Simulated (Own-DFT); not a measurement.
# How strain changes the stress of wurtzite GaN, 72 atoms (Ga36N36)

Calculated results; nothing here was measured. The program, named Own-DFT, is a retired in-house plane-wave density functional code that no person has reviewed. Each row is one single-point run on a periodic cell that was not relaxed, without spin or spin-orbit coupling.

Settings of every run: PBE; PseudoDojo norm-conserving scalar-relativistic files; cutoff 42 hartree; 4 x 4 x 3 k mesh centred on Gamma; Fermi-Dirac smearing of 0.1 eV.

Known limits: forces not confirmed at this smearing and k mesh; stress not checked against mesh or cutoff.

Unstrained cell vectors in Å: (9.567, 0.000, 0.000); (-4.783, 8.285, 0.000); (0.000, 0.000, 10.370). The unstrained cell has measured lattice constants (interpolated for alloys), not those of this functional. That, the random moves and any unrelaxed bonds set the pressure at no strain. Each run strains this cell uniformly, with the atoms carried along. Every atom was also moved at random, by a Gaussian of width 0.05 Å on each axis. Strain is the symmetric tensor, in per cent. Stress is positive in tension, and the pressure is minus a third of its trace.

```
run  e_xx (%)  e_yy (%)  e_zz (%)  e_yz (%)  e_xz (%)  e_xy (%)  s_xx (GPa)  s_yy (GPa)  s_zz (GPa)  s_yz (GPa)  s_xz (GPa)  s_xy (GPa)  P (GPa)  E (meV/atom)
  1      1.84     -0.29     -1.25     -1.27     -0.99      1.56       -3.45       -6.39      -10.44       -2.48       -3.05        3.54     6.76          18.4
  2     -0.58      1.01     -1.02     -1.34     -0.21     -0.79       -9.67       -5.26      -12.43       -3.16       -0.32       -3.51     9.12          33.0
  3      0.22      0.53      0.06     -1.73      0.52     -0.28       -6.31       -4.28       -7.43       -3.50        0.51       -1.64     6.01          13.7
  4     -0.76     -0.43      1.16     -1.11      1.82     -1.12      -10.22       -9.84       -4.52       -2.66        3.62       -2.75     8.19          36.4
  5      1.40     -1.09      0.85      1.68      0.98      1.41       -0.61      -11.89       -4.41        3.40        1.87        3.87     5.64          20.8
  6      1.37      0.80      1.29     -1.28      0.90      1.55       -0.56       -1.69       -0.30       -2.29        1.50        4.18     0.85           0.0
  7     -0.87      0.87     -0.56     -0.33     -1.94      1.11      -11.20       -5.30       -9.66       -0.39       -4.25        1.61     8.72          22.2
  8      1.22      1.33     -0.88     -0.75      1.84      0.97       -1.73       -1.08      -10.10       -1.64        3.39        2.45     4.30          11.4
  9      0.94     -0.54      1.01     -1.20     -0.18     -0.77       -3.83       -7.52       -3.17       -2.27        0.10       -2.31     4.84          13.5
 10      0.48      1.32     -1.00      1.79      1.45      1.53       -4.34       -2.67      -10.97        3.39        3.10        3.55     5.99          19.0
 11     -0.91     -0.87     -1.42     -0.12     -0.90      0.75      -13.16      -12.81      -17.16        1.82       -1.32        1.81    14.38          35.3
 12      1.51     -1.64      1.67      1.15      0.67      1.26       -1.96      -11.91       -1.60        1.77        1.48        4.49     5.16          26.1
 13     -0.09     -0.54     -1.89     -1.75     -0.37      0.20       -9.09      -11.61      -17.77       -3.41       -0.18       -0.32    12.82          33.3
 14     -1.30     -1.11      0.86      1.22      0.40      1.53      -13.95      -14.82       -5.81        4.25        1.00        5.44    11.52          41.1
 15     -1.89      1.70     -1.17      1.89      1.19     -0.80      -14.92       -5.61      -11.86        4.32        2.65       -1.48    10.80          38.6
 16      0.55     -1.24     -0.96     -0.17     -1.17      1.44           ?           ?           ?           ?           ?           ?        ?             ?
```

E is the free energy for each atom above the lowest run shown.

## Worked fit

Each stress component was fitted by least squares to a constant and the strains of the runs shown, as fractions, with shears doubled. Shear strains stay in the fit of a normal stress only where such slopes are resolved. The slopes, in GPa:

| stress | at no strain | per e_xx | per e_yy | per e_zz | scatter |
|---|---|---|---|---|---|
| s_xx | -7.6 | 407 ± 22 | 95 ± 27 | 77 ± 24 | 0.94 |
| s_yy | -8.0 | 157 ± 23 | 417 ± 27 | 46 ± 25 | 0.95 |
| s_zz | -8.1 | 85 ± 21 | 119 ± 25 | 445 ± 23 | 0.89 |

Each shear stress against twice its own strain: yz 96 ± 9, xz 103 ± 7, xy 141 ± 10 GPa. These are stiffnesses along x, y and z of the frame in which the cell vectors are given, which need not be the crystal's axes. The atoms are held to the strained lattice; where symmetry lets them move under strain, relaxing them would lower some slopes. The table should be nearly symmetric about its diagonal, and what it lacks of that shows the noise. A ninth of its sum, 205 ± 4 GPa, estimates the bulk modulus near the mean pressure of these runs, 7.7 GPa, so it lies above the value at zero pressure.

## Withheld run

Question: what normal stresses and pressure should run 16 give?

The fit gives s_xx = -7.3, s_yy = -12.8, s_zz = -13.4 and P = 11.1 GPa. The calculation gave -6.11, -13.35, -14.35 and P = 11.27 GPa.
